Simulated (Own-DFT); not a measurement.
# Computed records: GaN (wurtzite, strained, atoms displaced)

Computed with Own-DFT development build. A calculation, not a measurement: plane-wave PBE density functional theory by an unreviewed code, no spin, of a simulated periodic cell, stress positive in tension, free energy of the whole cell less one offset for each atom, forces on such cells passed a denser k mesh, this cell's mesh not checked; offsets are fitted by least squares, one for each functional and potential file, so energies compare only between cells with the same atoms and settings and are not formation energies; the far tail of each file's local potential was reset to the Coulomb form; each entry is a single point on an unrelaxed cell, so the pressure reflects the starting lattice, mostly measured values (interpolated for alloys), from which strain is counted, and rises with the displacements; printed positions are rounded, which can move forces by about a meV/angstrom; the program, named Own-DFT, is a retired in-house code; no spin-orbit coupling.

GaN (wurtzite, strained, atoms displaced)

```
CELL_PARAMETERS angstrom
12.75600 0.00000 -0.19130
-4.78350 8.28530 0.07180
-0.15560 0.00000 10.37000
ATOMIC_POSITIONS crystal
Ga 0.08275 0.21952 0.00105
Ga 0.16509 0.10581 0.25470
N 0.08265 0.22360 0.19889
N 0.16683 0.10913 0.43841
Ga 0.07794 0.22265 0.50263
Ga 0.16448 0.10843 0.74684
N 0.09267 0.23442 0.69915
N 0.16402 0.10908 0.93855
Ga 0.07901 0.55664 0.99976
Ga 0.16447 0.44348 0.24330
N 0.09049 0.55796 0.19017
N 0.16229 0.43855 0.43654
Ga 0.08949 0.56243 0.50288
Ga 0.15463 0.43396 0.75712
N 0.08846 0.56152 0.68895
N 0.16824 0.44369 0.93780
Ga 0.08230 0.88604 0.00523
Ga 0.17040 0.77542 0.25020
N 0.08361 0.87834 0.18144
N 0.16157 0.78130 0.44590
Ga 0.08330 0.88171 0.50497
Ga 0.16525 0.76998 0.75392
N 0.08276 0.89063 0.69241
N 0.16760 0.77407 0.93570
Ga 0.33462 0.22671 0.99892
Ga 0.42011 0.11395 0.23993
N 0.33082 0.22229 0.18709
N 0.41394 0.11534 0.43424
Ga 0.33693 0.22501 0.49392
Ga 0.41950 0.11657 0.75878
N 0.33530 0.22525 0.68400
N 0.41215 0.09838 0.93729
Ga 0.32915 0.55509 0.00173
Ga 0.41521 0.44602 0.25147
N 0.33989 0.55605 0.18596
N 0.41883 0.44989 0.43915
Ga 0.32981 0.54580 0.50393
Ga 0.42111 0.44737 0.75100
N 0.33258 0.55219 0.69292
N 0.41684 0.44883 0.93796
Ga 0.33022 0.88000 0.99636
Ga 0.41970 0.78064 0.24532
N 0.32735 0.87689 0.18896
N 0.41275 0.77265 0.44090
Ga 0.32908 0.88363 0.49469
Ga 0.41211 0.78435 0.75391
N 0.32632 0.89141 0.69068
N 0.41340 0.78263 0.93562
Ga 0.58617 0.22708 0.99172
Ga 0.66300 0.10143 0.24761
N 0.58912 0.21758 0.18918
N 0.66804 0.11258 0.43718
Ga 0.58753 0.22161 0.49516
Ga 0.66502 0.10956 0.74638
N 0.58766 0.22775 0.69122
N 0.66886 0.11664 0.94077
Ga 0.57848 0.54513 0.99951
Ga 0.67110 0.44428 0.24993
N 0.57856 0.55178 0.18635
N 0.66875 0.43304 0.44408
Ga 0.58971 0.55897 0.50117
Ga 0.67212 0.43809 0.75034
N 0.58284 0.55876 0.68980
N 0.67096 0.43877 0.93509
Ga 0.58637 0.90242 0.99793
Ga 0.66548 0.78450 0.25508
N 0.58222 0.89481 0.18629
N 0.66247 0.77335 0.44039
Ga 0.58271 0.89186 0.49825
Ga 0.65767 0.76697 0.74998
N 0.58482 0.89102 0.68728
N 0.67231 0.77555 0.93628
Ga 0.82901 0.21462 0.00939
Ga 0.91605 0.11873 0.25103
N 0.82948 0.22011 0.18301
N 0.91006 0.10206 0.43419
Ga 0.83859 0.23280 0.50230
Ga 0.91397 0.10243 0.75249
N 0.83216 0.22610 0.68343
N 0.91633 0.11518 0.93713
Ga 0.83825 0.57206 0.99616
Ga 0.90497 0.43505 0.25921
N 0.83191 0.55324 0.19320
N 0.91711 0.44038 0.43131
Ga 0.82482 0.54842 0.50309
Ga 0.91953 0.44409 0.75468
N 0.83329 0.55449 0.69238
N 0.92143 0.44187 0.93988
Ga 0.83376 0.88854 0.99613
Ga 0.92060 0.78072 0.25930
N 0.83094 0.88644 0.18405
N 0.91513 0.78055 0.43684
Ga 0.82834 0.88346 0.50224
Ga 0.91753 0.77172 0.74856
N 0.83449 0.89487 0.69055
N 0.91186 0.77642 0.93918
```

| Property | Result |
| --- | --- |
| functional | PBE |
| potential files | PseudoDojo norm-conserving, scalar-relativistic, standard set with the stringent files for Ga |
| wave cutoff | 96 hartree |
| occupations | Gaussian |
| smearing width | 0.01 eV |
| k mesh | 3 x 4 x 3 centred on Gamma |
| free energy of cell above offsets | -5.217 eV |
| pressure | 7.01 GPa |
| stress xx | -5.35 GPa |
| stress yy | -7.9 GPa |
| stress zz | -7.78 GPa |
| stress yz | -0.26 GPa |
| stress xz | -3.11 GPa |
| stress xy | 0.12 GPa |

Force:
```csv
element,x (eV/Å),y (eV/Å),z (eV/Å)
Ga,-0.005,0.267,0.486
Ga,0.057,-0.011,-0.683
N,0.252,-0.853,-1.65
N,-0.632,-0.215,0.829
Ga,0.842,-0.596,-0.052
Ga,1.076,0.798,0.563
N,-1.465,-3.447,-2.215
N,0.329,-0.205,0.077
Ga,1.718,-0.016,0.928
Ga,1.352,0.318,1.14
N,-2.076,-0.34,-0.433
N,-0.036,0.794,0.116
Ga,-0.16,-1.081,-0.632
Ga,1.723,2.999,-0.199
N,-1.005,-1.44,-0.221
N,-1.082,-0.175,1.215
Ga,0.319,0.323,-2.024
Ga,-0.943,-0.419,0.625
N,-0.734,0.741,2.383
N,1.466,-1.059,-1.72
Ga,-1.619,1.68,0.307
Ga,-0.37,1.667,-0.383
N,0.075,-0.97,-0.27
N,-1.246,0.063,0.75
Ga,-0.228,-0.723,-0.095
Ga,-0.224,-0.484,0.805
N,0.195,-0.146,-0.024
N,1.55,-0.865,-0.408
Ga,-0.546,0.073,0.818
Ga,-0.536,-0.396,-2.315
N,0.005,-0.206,0.689
N,-0.122,1.801,1.409
Ga,0.96,0.525,-0.605
Ga,0.952,-0.576,0.171
N,-1.69,0.413,0.175
N,0.568,-0.322,-0.161
Ga,-0.235,0.657,0.346
Ga,-1.038,-0.578,-0.41
N,-0.78,0.65,0.008
N,-0.122,-0.611,-0.06
Ga,-0.612,0.575,1.086
Ga,-0.338,-0.972,1.015
N,0.702,1.781,-0.653
N,0.081,0.216,-0.717
Ga,0.473,1.271,0.979
Ga,0.739,-0.985,-1.602
N,0.929,0.431,-0.685
N,1.68,-0.688,0.901
Ga,-0.195,-1.23,1.467
Ga,0.532,1.634,0.983
N,-1.581,0.895,-0.918
N,0.441,-0.311,-0.197
Ga,-1.342,-1.72,0.958
Ga,0.744,0.192,0.413
N,-0.601,-1.369,-0.834
N,-0.114,-0.164,-1.175
Ga,0.835,1.382,0.106
Ga,-1.248,-0.294,-0.09
N,0.932,0.337,0.774
N,-1.902,1.582,-1.321
Ga,-0.832,-1.319,0.129
Ga,-1.407,1.225,0.058
N,1.414,-1.409,-0.63
N,-0.901,1.325,0.378
Ga,0.506,-2.108,-0.338
Ga,0.928,-1.012,-1.38
N,0.527,-1.505,-0.36
N,0.01,0.646,-0.214
Ga,-0.235,-0.444,0.531
Ga,0.727,1.959,0.473
N,-0.779,-0.268,0.189
N,-2.009,-0.354,0.296
Ga,0.765,1.215,-2.553
Ga,0.635,-1.308,-0.399
N,-0.11,0.092,2.376
N,-0.192,0.862,1.163
Ga,0.157,-1.772,-0.556
Ga,-0.161,1.966,-0.214
N,0.634,-0.174,1.184
N,0.015,-0.487,0.549
Ga,0.657,-3.21,1.533
Ga,1.406,0.755,-2.998
N,0.214,0.955,-0.922
N,-0.235,1.386,2.989
Ga,2.368,1.354,-0.034
Ga,0.127,-0.241,-0.394
N,0.572,-0.04,-0.736
N,-1.996,-0.253,0.039
Ga,-0.232,0.593,0.696
Ga,-0.469,-0.209,-2.145
N,0.116,0.505,0.899
N,0.152,-0.947,1.833
Ga,0.355,0.798,0.074
Ga,-0.751,1.291,0.282
N,0.14,-2.107,-0.528
N,1.186,1.641,-1.036
```
